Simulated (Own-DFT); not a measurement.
# Composition and what it changes: diamond-structure SiGe

All numbers below are calculated, not measured. The program, named Own-DFT, is a retired in-house plane-wave density functional code that no person has reviewed. Each row is one single-point run on a periodic cell that was not relaxed, without spin or spin-orbit coupling.

Settings of every run: PBE; PseudoDojo norm-conserving scalar-relativistic files; cutoff 42 hartree; 5 x 5 x 5 k mesh centred on Gamma; Fermi-Dirac smearing of 0.1 eV.

Known limits, some of them of some rows only: forces on such cells failed a check on a denser k mesh; forces on such cells moved up to 12 meV/angstrom on a denser k mesh; forces on such cells passed a denser k mesh, each cell not checked; stress not checked against mesh or cutoff.

Each cell has 16 atoms, with Ge and Si placed at random on their shared sites; x is the share of Ge. Lattice constants follow the straight line between measured values of the end members, and atoms start on the ideal sites of that lattice. Every atom was also moved at random, by a Gaussian of width 0.03 Å on each axis. u is the rms move along one axis. dE is the free energy for each Ge or Si site above the straight-line part, a + b x, of the fit below.

```
x,cell,u (Å),volume (Å³/atom),P (GPa),dE (meV/site)
0.125,Ge2Si14,0.0281,20.340,2.15,0.0
0.125,Ge2Si14,0.0282,20.340,2.22,4.9
0.125,Ge2Si14,0.0284,20.340,2.23,6.0
0.125,Ge2Si14,0.0279,20.340,2.26,9.4
0.250,Ge4Si12,0.0366,20.659,?,?
0.500,Ge8Si8,0.0366,21.306,2.86,30.7
0.500,Ge8Si8,0.0300,21.306,2.85,25.5
0.500,Ge8Si8,0.0315,21.306,2.80,17.0
0.500,Ge8Si8,0.0295,21.306,2.60,11.3
0.750,Ge12Si4,0.0307,21.966,3.24,10.0
0.750,Ge12Si4,0.0307,21.966,3.35,16.7
0.750,Ge12Si4,0.0303,21.966,3.26,9.9
0.750,Ge12Si4,0.0274,21.966,3.26,12.2
0.875,Ge14Si2,0.0298,22.302,3.69,11.3
0.875,Ge14Si2,0.0306,22.302,3.59,4.9
0.875,Ge14Si2,0.0303,22.302,3.72,12.5
0.875,Ge14Si2,0.0328,22.302,3.65,9.4
```

## Worked fit

Fit E = a + b x + W x (1 - x) + k (u² - 0.03²) to the rows shown. It gives W = 71 ± 21 meV/site and k = 24 ± 10 eV/Å², with a scatter of 4.6 meV/site. Part of W is bond strain that relaxing the atoms would remove. The pressures follow P = 2.12 + 0.67 x + 1.23 x² GPa, with a scatter of 0.07.

## Withheld member

Question: what pressure and dE should the cell at x = 0.250 give?

The fits give 2.4 GPa and 24 meV/site. The calculation gave 2.35 GPa and 16.5 meV/site.
